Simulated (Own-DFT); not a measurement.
# Computed records: Hf$_{16}$O$_{31}$ (monoclinic hafnia with two neutral oxygen vacancies, atoms displaced)

All values are calculated (Own-DFT development build). A calculation, not a measurement: plane-wave PBE and HSE06 DFT by an unreviewed code, no spin, of a simulated cell at Gamma alone, so results move with cell size and shape, stress positive in tension, energies less offsets, not probed for a lower state with spin; hafnium file: forces about 75 meV/angstrom off all-electron values; oxygen file: force components 24 meV/angstrom off all-electron in a glass; k mesh not checked against a denser one; forces and stress are PBE's, HSE06 gives the energy alone, and its difference from PBE has offsets of its own; offsets are fitted by least squares, one for each functional and potential file, so energies compare only between cells with the same atoms and settings and are not formation energies; the far tail of each file's local potential was reset to the Coulomb form; each entry is a single point on an unrelaxed cell, so the pressure reflects the starting lattice, mostly measured values, from which strain is counted, and rises with the displacements; printed positions are rounded, which can move forces by about a meV/angstrom; the program is a retired in-house code; no spin-orbit coupling.

Common to all runs: first functional PBE; second functional HSE06; exact exchange share 0.25; screening 0.11 1/bohr; exchange divergence Gygi-Baldereschi; potential files PseudoDojo norm-conserving, scalar-relativistic, made for PBE, standard set; wave cutoff 48 hartree; occupations fixed; k mesh 1 x 1 x 1 centred on Gamma.

```json
{"entry": 1, "formula": "Hf16O31", "kind": "monoclinic hafnia with two neutral oxygen vacancies, atoms displaced", "structure": {"cell_angstrom": [[10.234, 0.0, 0.0], [0.0, 10.35, 0.0], [-1.6955, 0.0, 10.4453]], "atoms_fractional": [["Hf", 0.14159, 0.02357, 0.11127], ["Hf", 0.36663, 0.26653, 0.14294], ["Hf", 0.36552, 0.47811, 0.39214], ["Hf", 0.13894, 0.23477, 0.35259], ["O", 0.03689, 0.16304, 0.16441], ["O", 0.46255, 0.41326, 0.07747], ["O", 0.4622, 0.32995, 0.32774], ["O", 0.04002, 0.08003, 0.434], ["O", 0.22852, 0.37796, 0.23797], ["O", 0.27456, 0.12867, 0.0091], ["O", 0.21741, 0.37337, 0.48378], ["Hf", 0.13763, 0.02696, 0.60057], ["Hf", 0.35948, 0.26871, 0.64791], ["Hf", 0.36449, 0.48128, 0.89578], ["Hf", 0.14059, 0.22618, 0.84759], ["O", 0.03308, 0.15966, 0.67063], ["O", 0.46683, 0.418, 0.5777], ["O", 0.47009, 0.34415, 0.83308], ["O", 0.03709, 0.07668, 0.92569], ["O", 0.22559, 0.37135, 0.73333], ["O", 0.27489, 0.11762, 0.75367], ["O", 0.21421, 0.37808, 0.99345], ["Hf", 0.12981, 0.51638, 0.10043], ["Hf", 0.36737, 0.76446, 0.14642], ["Hf", 0.36142, 0.97856, 0.3919], ["Hf", 0.13961, 0.73118, 0.35488], ["O", 0.03441, 0.66551, 0.17678], ["O", 0.46393, 0.92362, 0.08082], ["O", 0.46456, 0.83258, 0.3223], ["O", 0.0412, 0.58345, 0.42694], ["O", 0.22205, 0.88916, 0.23695], ["O", 0.28071, 0.62497, 0.01359], ["O", 0.27345, 0.61402, 0.26194], ["O", 0.22339, 0.87493, 0.48203], ["Hf", 0.14166, 0.52298, 0.60569], ["Hf", 0.36231, 0.77566, 0.64325], ["Hf", 0.362, 0.98655, 0.89976], ["Hf", 0.14312, 0.73191, 0.86193], ["O", 0.03643, 0.66206, 0.66647], ["O", 0.45756, 0.91661, 0.57612], ["O", 0.45899, 0.83615, 0.82484], ["O", 0.0329, 0.58332, 0.92065], ["O", 0.21467, 0.87531, 0.73057], ["O", 0.27792, 0.62442, 0.51022], ["O", 0.26965, 0.61878, 0.75454], ["O", 0.22373, 0.86743, 0.99102], ["Hf", 0.64964, 0.03437, 0.10637], ["Hf", 0.8581, 0.26042, 0.1429], ["Hf", 0.86114, 0.46763, 0.39617], ["Hf", 0.64055, 0.22917, 0.35403], ["O", 0.54089, 0.15712, 0.17273], ["O", 0.96003, 0.4159, 0.07433], ["O", 0.95726, 0.33522, 0.31934], ["O", 0.5284, 0.07671, 0.421], ["O", 0.72453, 0.3792, 0.24185], ["O", 0.76918, 0.13327, 0.00571], ["O", 0.76844, 0.1186, 0.26116], ["O", 0.72792, 0.36636, 0.49829], ["Hf", 0.64389, 0.02344, 0.60238], ["Hf", 0.86193, 0.27095, 0.64216], ["Hf", 0.8591, 0.47288, 0.89309], ["Hf", 0.6346, 0.23266, 0.85061], ["O", 0.53643, 0.16012, 0.67535], ["O", 0.9551, 0.41938, 0.57702], ["O", 0.9582, 0.32874, 0.82553], ["O", 0.53852, 0.08426, 0.93045], ["O", 0.72665, 0.38369, 0.73901], ["O", 0.78159, 0.1317, 0.51486], ["O", 0.77075, 0.11692, 0.75736], ["O", 0.71793, 0.3685, 0.99142], ["Hf", 0.64664, 0.52222, 0.09946], ["Hf", 0.86166, 0.76613, 0.14412], ["Hf", 0.8687, 0.98162, 0.38546], ["Hf", 0.63694, 0.7261, 0.35424], ["O", 0.53736, 0.66561, 0.16742], ["O", 0.96704, 0.9164, 0.07598], ["O", 0.96754, 0.82641, 0.32618], ["O", 0.54048, 0.58788, 0.42804], ["O", 0.72519, 0.8857, 0.23995], ["O", 0.77066, 0.62111, 0.00362], ["O", 0.77435, 0.61509, 0.26295], ["O", 0.72543, 0.87136, 0.49605], ["Hf", 0.63213, 0.52745, 0.60247], ["Hf", 0.86048, 0.77416, 0.64566], ["Hf", 0.86352, 0.97711, 0.88683], ["Hf", 0.62845, 0.73237, 0.84042], ["O", 0.53715, 0.6615, 0.6684], ["O", 0.95955, 0.91331, 0.5809], ["O", 0.96846, 0.83724, 0.82534], ["O", 0.53751, 0.58317, 0.92161], ["O", 0.72499, 0.88477, 0.74701], ["O", 0.77722, 0.636, 0.50841], ["O", 0.77934, 0.61942, 0.7626], ["O", 0.72066, 0.86768, 0.98611]]}, "results": {"PBE_energy_of_cell_above_offsets [eV]": "-88.297", "HSE06_less_PBE_above_offsets [eV]": "0.710", "PBE_pressure [GPa]": 4.85, "PBE_stress_xx [GPa]": -4.5, "PBE_stress_yy [GPa]": -4.85, "PBE_stress_zz [GPa]": -5.21, "PBE_stress_yz [GPa]": -1.37, "PBE_stress_xz [GPa]": -0.15, "PBE_stress_xy [GPa]": 1.43, "force_element": ["Hf", "Hf", "Hf", "Hf", "O", "O", "O", "O", "O", "O", "O", "Hf", "Hf", "Hf", "Hf", "O", "O", "O", "O", "O", "O", "O", "Hf", "Hf", "Hf", "Hf", "O", "O", "O", "O", "O", "O", "O", "O", "Hf", "Hf", "Hf", "Hf", "O", "O", "O", "O", "O", "O", "O", "O", "Hf", "Hf", "Hf", "Hf", "O", "O", "O", "O", "O", "O", "O", "O", "Hf", "Hf", "Hf", "Hf", "O", "O", "O", "O", "O", "O", "O", "O", "Hf", "Hf", "Hf", "Hf", "O", "O", "O", "O", "O", "O", "O", "O", "Hf", "Hf", "Hf", "Hf", "O", "O", "O", "O", "O", "O", "O", "O"], "force_x [eV/angstrom]": [-0.226, -0.552, -1.045, 0.235, -1.328, 0.468, 1.173, -0.228, -0.327, 0.397, 0.962, 0.444, 0.961, -0.971, -2.046, -0.34, -0.894, 0.037, 0.759, -0.283, 0.505, 1.004, 0.712, -0.177, -0.652, 0.004, -0.038, -0.266, -0.12, -0.771, 0.741, -0.288, 0.366, 0.05, -1.107, -1.9, 0.638, -0.778, -0.918, 1.217, 0.03, 0.115, 0.695, 0.669, 1.025, 0.588, -1.566, 1.127, 0.205, -1.302, -2.198, -0.638, 1.448, 1.823, -0.736, 1.417, 2.008, -1.002, -0.526, -0.255, 0.081, 0.495, -1.357, 1.513, 1.524, -0.756, -0.789, -0.573, 0.518, 0.407, -1.129, -0.006, -0.699, 1.442, 0.1, -0.877, -1.113, -1.344, 0.572, 0.865, 0.191, -0.553, 3.084, 0.916, -0.012, 1.613, -2.051, 1.157, 0.223, -0.774, -0.545, -0.416, -0.577, 0.524], "force_y [eV/angstrom]": [-1.305, 1.06, 0.263, -0.262, 1.47, 0.16, -0.706, 1.543, -0.921, 0.573, -0.814, -2.396, 0.581, 0.796, 0.334, 1.135, -0.875, -1.569, 1.395, 0.066, 0.498, -1.586, 0.539, 1.516, -0.376, -1.488, -0.12, -0.531, -0.305, -0.396, -0.951, 0.214, 0.987, -0.068, 0.381, -0.561, -1.748, -0.588, 0.928, 0.657, -0.123, 0.132, 0.096, 0.885, -0.114, 0.466, -5.313, 2.515, 3.044, 0.214, 2.576, -0.981, -1.649, 1.717, -1.077, 0.028, 1.268, 0.01, -1.04, 0.579, 1.329, -0.547, 0.984, -0.232, -0.851, 0.79, -0.87, -0.924, 0.851, -0.192, -0.466, 0.82, -2.312, 1.191, -0.116, -0.487, 1.399, -0.739, -0.745, 0.966, 0.556, 0.486, -2.001, -1.571, -0.288, -0.147, 2.307, 1.377, -0.631, 0.151, -0.811, -0.714, 0.641, 0.039], "force_z [eV/angstrom]": [-1.938, 0.227, 0.594, 0.138, 1.46, 0.027, -0.138, -3.066, 0.103, 0.126, 0.274, 1.279, -1.46, 0.662, 1.216, 0.748, -0.045, -1.136, -1.119, 0.872, 0.399, -1.534, 0.471, -0.679, -0.139, 0.225, -0.684, -0.242, 0.565, -0.775, 0.783, -0.367, -0.336, 0.504, -0.774, -0.281, 0.663, -1.988, 0.802, 0.012, -0.234, 0.166, 0.637, 0.196, 1.419, -0.041, -1.629, -0.328, 0.831, 0.934, 1.062, 0.542, 0.088, 0.04, -0.2, 0.098, 0.373, -1.864, -0.062, 1.435, -0.316, 0.067, -0.146, 0.259, 0.162, -1.365, 0.085, -1.68, 0.142, -0.064, 0.548, -0.641, 2.598, -0.073, 0.435, 0.512, 0.164, -1.194, 0.03, 0.867, -0.611, -1.184, 0.433, 0.091, 2.1, 2.816, 0.578, -1.249, 0.046, -0.4, -1.603, 0.001, -0.497, 0.174]}}
{"entry": 2, "formula": "Hf16O31", "kind": "monoclinic hafnia with two neutral oxygen vacancies, atoms displaced", "structure": {"cell_angstrom": [[10.234, 0.0, 0.0], [0.0, 10.35, 0.0], [-1.6955, 0.0, 10.4453]], "atoms_fractional": [["Hf", 0.13959, 0.02215, 0.10075], ["Hf", 0.36149, 0.26683, 0.14197], ["Hf", 0.36605, 0.48004, 0.39245], ["Hf", 0.13236, 0.23293, 0.35827], ["O", 0.02907, 0.16915, 0.1743], ["O", 0.46296, 0.41087, 0.0795], ["O", 0.45543, 0.33113, 0.32404], ["O", 0.04026, 0.07975, 0.41965], ["O", 0.2201, 0.38146, 0.23967], ["O", 0.2789, 0.13887, 0.00825], ["O", 0.2741, 0.12157, 0.25701], ["O", 0.22776, 0.37204, 0.4883], ["Hf", 0.14265, 0.02786, 0.60333], ["Hf", 0.35546, 0.26788, 0.64242], ["Hf", 0.36012, 0.48182, 0.89372], ["Hf", 0.13771, 0.21881, 0.85684], ["O", 0.04066, 0.1702, 0.67529], ["O", 0.45629, 0.40921, 0.57808], ["O", 0.46003, 0.34284, 0.82097], ["O", 0.0306, 0.08472, 0.91514], ["O", 0.21856, 0.37788, 0.73026], ["O", 0.27039, 0.13053, 0.50536], ["O", 0.2709, 0.12304, 0.75467], ["O", 0.22538, 0.37644, 0.99173], ["Hf", 0.13776, 0.52419, 0.09858], ["Hf", 0.36793, 0.77529, 0.14784], ["Hf", 0.36463, 0.98753, 0.39792], ["Hf", 0.14114, 0.73224, 0.35401], ["O", 0.03726, 0.66816, 0.18071], ["O", 0.45886, 0.91304, 0.07487], ["O", 0.45628, 0.82932, 0.32823], ["O", 0.22416, 0.88494, 0.24113], ["O", 0.27295, 0.62801, 0.01172], ["O", 0.27908, 0.61462, 0.26661], ["O", 0.22633, 0.87398, 0.48578], ["Hf", 0.14357, 0.52182, 0.60935], ["Hf", 0.367, 0.77072, 0.63582], ["Hf", 0.35731, 0.97393, 0.89049], ["Hf", 0.13429, 0.73158, 0.85289], ["O", 0.03872, 0.6575, 0.66876], ["O", 0.45566, 0.9103, 0.57677], ["O", 0.47082, 0.83534, 0.82407], ["O", 0.03537, 0.58343, 0.92459], ["O", 0.22436, 0.88175, 0.74932], ["O", 0.28486, 0.63271, 0.51752], ["O", 0.27465, 0.62402, 0.74928], ["O", 0.22633, 0.86167, 0.99473], ["Hf", 0.64095, 0.0268, 0.10814], ["Hf", 0.8572, 0.27169, 0.15018], ["Hf", 0.86242, 0.47944, 0.39483], ["Hf", 0.63996, 0.23015, 0.36198], ["O", 0.52996, 0.16634, 0.17238], ["O", 0.96955, 0.41977, 0.07253], ["O", 0.96409, 0.33284, 0.3335], ["O", 0.54008, 0.08698, 0.42932], ["O", 0.7237, 0.3828, 0.2396], ["O", 0.775, 0.12283, 0.00529], ["O", 0.77073, 0.12156, 0.25691], ["O", 0.72678, 0.37769, 0.49044], ["Hf", 0.64181, 0.02214, 0.60918], ["Hf", 0.85716, 0.26239, 0.64788], ["Hf", 0.867, 0.481, 0.90913], ["Hf", 0.6312, 0.22702, 0.84474], ["O", 0.53717, 0.16841, 0.67521], ["O", 0.96275, 0.34346, 0.82149], ["O", 0.54255, 0.07994, 0.92014], ["O", 0.72992, 0.38251, 0.74382], ["O", 0.76961, 0.13465, 0.50647], ["O", 0.7813, 0.11381, 0.76463], ["O", 0.72104, 0.37657, 0.9942], ["Hf", 0.63727, 0.52949, 0.11453], ["Hf", 0.86356, 0.75751, 0.13597], ["Hf", 0.86104, 0.98468, 0.40306], ["Hf", 0.63289, 0.72521, 0.35062], ["O", 0.52867, 0.66582, 0.16975], ["O", 0.96751, 0.92152, 0.0797], ["O", 0.96561, 0.83248, 0.32393], ["O", 0.53814, 0.57771, 0.42954], ["O", 0.72201, 0.87394, 0.23369], ["O", 0.76878, 0.62106, 0.00964], ["O", 0.77135, 0.61479, 0.25518], ["O", 0.72447, 0.87299, 0.49641], ["Hf", 0.64148, 0.52143, 0.60461], ["Hf", 0.85651, 0.77479, 0.64183], ["Hf", 0.85756, 0.97813, 0.8914], ["Hf", 0.64036, 0.72618, 0.8491], ["O", 0.53044, 0.65659, 0.67251], ["O", 0.96732, 0.92304, 0.57296], ["O", 0.9693, 0.82549, 0.83621], ["O", 0.53967, 0.58546, 0.9204], ["O", 0.71382, 0.87686, 0.72683], ["O", 0.77034, 0.62935, 0.50978], ["O", 0.7812, 0.62368, 0.75766], ["O", 0.71145, 0.87076, 0.98435]]}, "results": {"PBE_energy_of_cell_above_offsets [eV]": "-86.762", "HSE06_less_PBE_above_offsets [eV]": "0.722", "PBE_pressure [GPa]": 5.17, "PBE_stress_xx [GPa]": -4.69, "PBE_stress_yy [GPa]": -5.48, "PBE_stress_zz [GPa]": -5.34, "PBE_stress_yz [GPa]": 0.15, "PBE_stress_xz [GPa]": -0.47, "PBE_stress_xy [GPa]": -0.59, "force_element": ["Hf", "Hf", "Hf", "Hf", "O", "O", "O", "O", "O", "O", "O", "O", "Hf", "Hf", "Hf", "Hf", "O", "O", "O", "O", "O", "O", "O", "O", "Hf", "Hf", "Hf", "Hf", "O", "O", "O", "O", "O", "O", "O", "Hf", "Hf", "Hf", "Hf", "O", "O", "O", "O", "O", "O", "O", "O", "Hf", "Hf", "Hf", "Hf", "O", "O", "O", "O", "O", "O", "O", "O", "Hf", "Hf", "Hf", "Hf", "O", "O", "O", "O", "O", "O", "O", "Hf", "Hf", "Hf", "Hf", "O", "O", "O", "O", "O", "O", "O", "O", "Hf", "Hf", "Hf", "Hf", "O", "O", "O", "O", "O", "O", "O", "O"], "force_x [eV/angstrom]": [-0.765, -0.952, -1.884, 1.68, 0.431, 1.027, 1.826, -1.251, -0.16, -0.667, -0.12, -0.684, -0.5, 0.006, 0.26, -0.065, -1.17, 1.993, 0.839, -0.216, 0.058, 0.908, 0.925, -0.399, 1.488, -2.739, -1.166, -0.316, -0.045, 1.393, 1.379, 0.141, 0.693, -0.385, -0.492, 0.241, -2.129, 1.742, 1.906, -2.215, 3.436, -0.662, 0.023, -0.249, -1.109, 0.273, -0.483, -0.65, 0.581, 0.807, -1.313, 1.13, -0.905, -0.982, -0.761, -0.335, 0.367, 0.303, 0.107, -1.538, 1.523, -1.025, 0.092, -0.024, 1.099, -1.427, -0.689, 0.806, -0.552, 0.292, -0.774, 0.029, 1.512, 0.316, 0.332, -0.861, -0.815, 0.424, -0.124, 1.065, 0.485, -0.125, -0.562, 1.664, 0.093, -1.227, 0.595, -0.596, -2.3, -1.08, 1.026, 0.724, -0.184, 1.629], "force_y [eV/angstrom]": [-0.225, 2.23, -1.241, 0.793, -0.314, 1.356, -0.689, -0.091, -0.542, -2.25, 0.016, -0.273, -1.747, 2.09, 0.346, 3.949, -0.167, 0.895, -1.35, -0.958, -0.568, -0.157, -0.658, -0.68, -1.014, -0.556, -0.943, -0.232, -0.597, 1.508, 0.164, -0.2, 0.406, 1.586, 0.337, -0.634, -1.722, -0.388, -1.545, 1.998, 3.558, 0.374, 0.9, 0.191, -0.892, -0.227, 1.566, -1.445, 0.255, 0.196, 1.731, -0.789, -1.329, 0.456, -0.638, -0.848, 0.894, 0.352, -1.191, -0.437, 3.462, -1.076, 1.91, -0.858, -1.48, -0.029, -0.868, -0.839, 0.725, -1.231, -3.56, 3.097, -1.817, 0.986, 0.299, -0.877, 0.253, 0.944, 0.032, 1.347, 1.453, 0.09, -1.074, -1.829, -1.054, -0.203, 0.449, -0.596, 1.443, -0.335, -0.322, 0.831, 0.507, -0.391], "force_z [eV/angstrom]": [1.401, 1.17, 0.666, -1.431, -0.414, -0.473, 0.817, 0.287, -0.377, -1.179, 0.305, -0.193, -0.171, -0.011, 0.271, -0.642, -0.954, -0.174, 0.218, 0.689, 1.2, 0.463, 0.902, -1.127, 1.988, -0.502, -1.208, 0.632, -0.996, -0.23, 0.878, -0.417, -0.345, -0.836, 0.375, -1.984, 2.745, 0.927, -0.207, 0.413, -0.779, -0.142, -0.282, -1.362, -1.883, 2.263, -0.596, -1.393, -1.464, 1.138, -2.232, 0.532, 1.681, -0.383, -0.076, 0.668, 0.775, 0.977, 0.045, -0.883, 0.787, -2.912, 2.644, -1.037, -0.042, -0.163, -0.737, 0.855, -1.552, 0.027, -3.227, 1.714, -2.218, 0.667, 1.206, -0.604, 0.593, -1.344, 0.643, 0.397, 0.912, -1.318, 1.232, 0.104, 2.353, 0.423, -0.052, 1.22, -1.163, 0.524, 1.498, -0.411, 0.079, -0.178]}}
{"entry": 3, "formula": "Hf16O31", "kind": "monoclinic hafnia with two neutral oxygen vacancies, atoms displaced", "structure": {"cell_angstrom": [[10.234, 0.0, 0.0], [0.0, 10.35, 0.0], [-1.6955, 0.0, 10.4453]], "atoms_fractional": [["Hf", 0.13141, 0.01396, 0.10058], ["Hf", 0.36689, 0.26944, 0.14769], ["Hf", 0.35609, 0.48504, 0.39463], ["Hf", 0.1413, 0.23372, 0.34613], ["O", 0.0404, 0.16852, 0.16819], ["O", 0.45913, 0.41766, 0.07657], ["O", 0.45342, 0.33821, 0.32418], ["O", 0.03845, 0.08322, 0.43168], ["O", 0.21826, 0.37371, 0.24096], ["O", 0.275, 0.12968, 0.00913], ["O", 0.27645, 0.12417, 0.26163], ["O", 0.21952, 0.37178, 0.48899], ["Hf", 0.14379, 0.01189, 0.59828], ["Hf", 0.3622, 0.26685, 0.64912], ["Hf", 0.36101, 0.48357, 0.90221], ["Hf", 0.13193, 0.22287, 0.84885], ["O", 0.03704, 0.16861, 0.67639], ["O", 0.45373, 0.41778, 0.58059], ["O", 0.4623, 0.32991, 0.82255], ["O", 0.028, 0.0857, 0.92962], ["O", 0.22634, 0.38192, 0.74372], ["O", 0.27527, 0.13408, 0.51654], ["O", 0.27955, 0.11525, 0.75034], ["O", 0.22276, 0.36659, 0.98606], ["Hf", 0.13816, 0.53174, 0.10292], ["Hf", 0.36453, 0.76284, 0.14289], ["Hf", 0.36561, 0.97429, 0.39521], ["Hf", 0.12483, 0.73141, 0.34867], ["O", 0.03728, 0.66844, 0.17349], ["O", 0.46552, 0.91811, 0.0769], ["O", 0.03349, 0.57929, 0.42585], ["O", 0.26683, 0.62897, 0.01614], ["O", 0.27106, 0.61241, 0.25306], ["O", 0.2229, 0.86581, 0.49483], ["Hf", 0.15014, 0.51822, 0.61636], ["Hf", 0.36227, 0.77499, 0.64175], ["Hf", 0.36079, 0.97675, 0.88694], ["Hf", 0.13577, 0.73016, 0.84424], ["O", 0.03524, 0.66689, 0.67841], ["O", 0.45056, 0.91719, 0.57778], ["O", 0.45846, 0.83374, 0.82514], ["O", 0.04018, 0.58685, 0.92603], ["O", 0.21835, 0.88395, 0.746], ["O", 0.27036, 0.63733, 0.51198], ["O", 0.27259, 0.61392, 0.7593], ["O", 0.23352, 0.87571, 0.98784], ["Hf", 0.63012, 0.01998, 0.10693], ["Hf", 0.86572, 0.26679, 0.14528], ["Hf", 0.86262, 0.47877, 0.4092], ["Hf", 0.64448, 0.22721, 0.36141], ["O", 0.53379, 0.1629, 0.17153], ["O", 0.96831, 0.42969, 0.07781], ["O", 0.96422, 0.33785, 0.33175], ["O", 0.53755, 0.0867, 0.42529], ["O", 0.72549, 0.37778, 0.24242], ["O", 0.77682, 0.13406, 0.00521], ["O", 0.78111, 0.12346, 0.25916], ["O", 0.72253, 0.37144, 0.48651], ["Hf", 0.64612, 0.01811, 0.6052], ["Hf", 0.86613, 0.26862, 0.64308], ["Hf", 0.85878, 0.48488, 0.89212], ["Hf", 0.62963, 0.2341, 0.85724], ["O", 0.53847, 0.16629, 0.67515], ["O", 0.96326, 0.40864, 0.57373], ["O", 0.96305, 0.33061, 0.82202], ["O", 0.54608, 0.0785, 0.92628], ["O", 0.72269, 0.37766, 0.72488], ["O", 0.77127, 0.12323, 0.50381], ["O", 0.77927, 0.11976, 0.76399], ["O", 0.72923, 0.3702, 0.99351], ["Hf", 0.64105, 0.53068, 0.10662], ["Hf", 0.85956, 0.7653, 0.15371], ["Hf", 0.86026, 0.98518, 0.3979], ["Hf", 0.63256, 0.73281, 0.3509], ["O", 0.53961, 0.66647, 0.17988], ["O", 0.9592, 0.91505, 0.07084], ["O", 0.9735, 0.8328, 0.32114], ["O", 0.54894, 0.58522, 0.43183], ["O", 0.72394, 0.89216, 0.23635], ["O", 0.77812, 0.62632, 0.0153], ["O", 0.77658, 0.62447, 0.26486], ["O", 0.71931, 0.87864, 0.48474], ["Hf", 0.63605, 0.52216, 0.60072], ["Hf", 0.85286, 0.76651, 0.6429], ["Hf", 0.85782, 0.98374, 0.9038], ["Hf", 0.63965, 0.73976, 0.84773], ["O", 0.54538, 0.66636, 0.6805], ["O", 0.96343, 0.92265, 0.56801], ["O", 0.95786, 0.82586, 0.82319], ["O", 0.54185, 0.58463, 0.92524], ["O", 0.71817, 0.86988, 0.74604], ["O", 0.77621, 0.63707, 0.50916], ["O", 0.77859, 0.61477, 0.75731], ["O", 0.72114, 0.86594, 0.98709]]}, "results": {"PBE_energy_of_cell_above_offsets [eV]": "-86.692", "HSE06_less_PBE_above_offsets [eV]": "0.518", "PBE_pressure [GPa]": 6.09, "PBE_stress_xx [GPa]": -5.67, "PBE_stress_yy [GPa]": -5.36, "PBE_stress_zz [GPa]": -7.23, "PBE_stress_yz [GPa]": 0.52, "PBE_stress_xz [GPa]": -1.19, "PBE_stress_xy [GPa]": -0.08, "force_element": ["Hf", "Hf", "Hf", "Hf", "O", "O", "O", "O", "O", "O", "O", "O", "Hf", "Hf", "Hf", "Hf", "O", "O", "O", "O", "O", "O", "O", "O", "Hf", "Hf", "Hf", "Hf", "O", "O", "O", "O", "O", "O", "Hf", "Hf", "Hf", "Hf", "O", "O", "O", "O", "O", "O", "O", "O", "Hf", "Hf", "Hf", "Hf", "O", "O", "O", "O", "O", "O", "O", "O", "Hf", "Hf", "Hf", "Hf", "O", "O", "O", "O", "O", "O", "O", "O", "Hf", "Hf", "Hf", "Hf", "O", "O", "O", "O", "O", "O", "O", "O", "Hf", "Hf", "Hf", "Hf", "O", "O", "O", "O", "O", "O", "O", "O"], "force_x [eV/angstrom]": [1.797, -1.764, -0.168, -0.842, -0.621, 1.304, 1.696, -0.392, 0.373, -0.152, 0.306, 0.238, -0.703, -0.245, 0.149, 0.896, 0.281, 1.376, -0.483, 0.538, -0.079, 0.273, -0.382, 0.21, -0.924, -0.537, -0.299, 3.219, -1.221, -0.639, 0.578, 2.322, 0.802, -0.173, -1.49, -0.562, -0.228, -1.03, -0.402, 2.732, 0.91, -1.049, 0.485, 0.634, 0.81, -1.168, 1.169, -0.117, 0.881, -0.766, 0.072, -1.212, 0.38, -1.067, -0.405, 0.026, -0.292, -0.499, -1.634, -0.766, 1.291, 1.909, 0.298, 1.031, -0.435, -1.227, -0.146, 0.646, -0.33, -0.33, 0.497, 0.007, 1.483, 0.637, -1.072, 0.339, -2.899, -2.079, 0.558, 0.371, -0.145, -0.408, -0.383, 2.186, -0.136, -0.919, -1.766, -1.115, -0.098, -0.904, 0.803, 0.141, -0.014, 0.064], "force_y [eV/angstrom]": [1.147, 0.175, -1.477, 0.102, -0.24, 0.861, -0.296, 0.431, 0.987, -0.708, -2.069, 0.728, 2.199, 0.368, -1.598, 0.953, -1.266, 1.242, 1.114, -0.161, -0.963, -1.028, 0.11, 0.678, -3.964, 2.144, 1.285, -2.315, 1.075, -1.298, 1.041, 0.722, 1.279, 0.848, -0.162, -2.118, 1.83, 0.518, -0.619, 1.459, -0.834, 0.019, -1.188, -1.094, 1.453, -0.84, 0.626, 2.181, -0.298, 1.586, 0.739, -1.46, -0.963, -1.266, 0.401, -0.601, 0.474, -0.496, 1.167, -0.058, -1.682, -0.601, -0.762, 0.943, 0.886, 0.004, -0.268, 0.7, -0.443, 0.496, -3.082, 0.721, 0.008, 0.177, 0.747, -0.715, 2.359, 0.263, -2.202, 0.506, 0.589, -0.729, -1.339, 1.037, -0.656, -2.451, 0.569, -1.845, 0.999, 0.008, 1.968, -0.547, 1.122, 0.65], "force_z [eV/angstrom]": [0.028, -0.958, 0.587, 1.799, 0.159, 0.221, 1.024, -1.789, -0.544, -0.38, 0.321, 0.193, 0.291, -1.118, -0.176, 1.604, -0.931, -0.479, 1.529, -0.537, 0.051, -1.492, 1.254, 0.12, 0.089, 0.029, -0.579, 1.799, -0.128, 0.493, 0.072, -1.664, 1.139, -1.336, -2.791, 0.946, 2.077, 1.883, -1.651, -0.326, -0.277, -1.204, -1.033, 0.016, 0.682, 0.391, -0.932, 0.048, -2.653, -2.367, 1.026, -0.007, -0.665, 0.045, -0.383, 1.057, 0.399, 0.439, 0.93, 1.019, 1.329, -0.395, -0.609, 1.134, 0.597, -1.149, 1.417, 1.099, -1.233, -0.792, -0.385, -1.891, -0.929, 1.084, -0.238, 1.507, 0.322, -2.124, 1.275, -0.29, -0.207, 0.533, 1.708, 1.082, -1.275, 2.328, -1.629, 1.323, 0.314, 0.048, -2.355, 0.147, -0.196, 1.098]}}
```
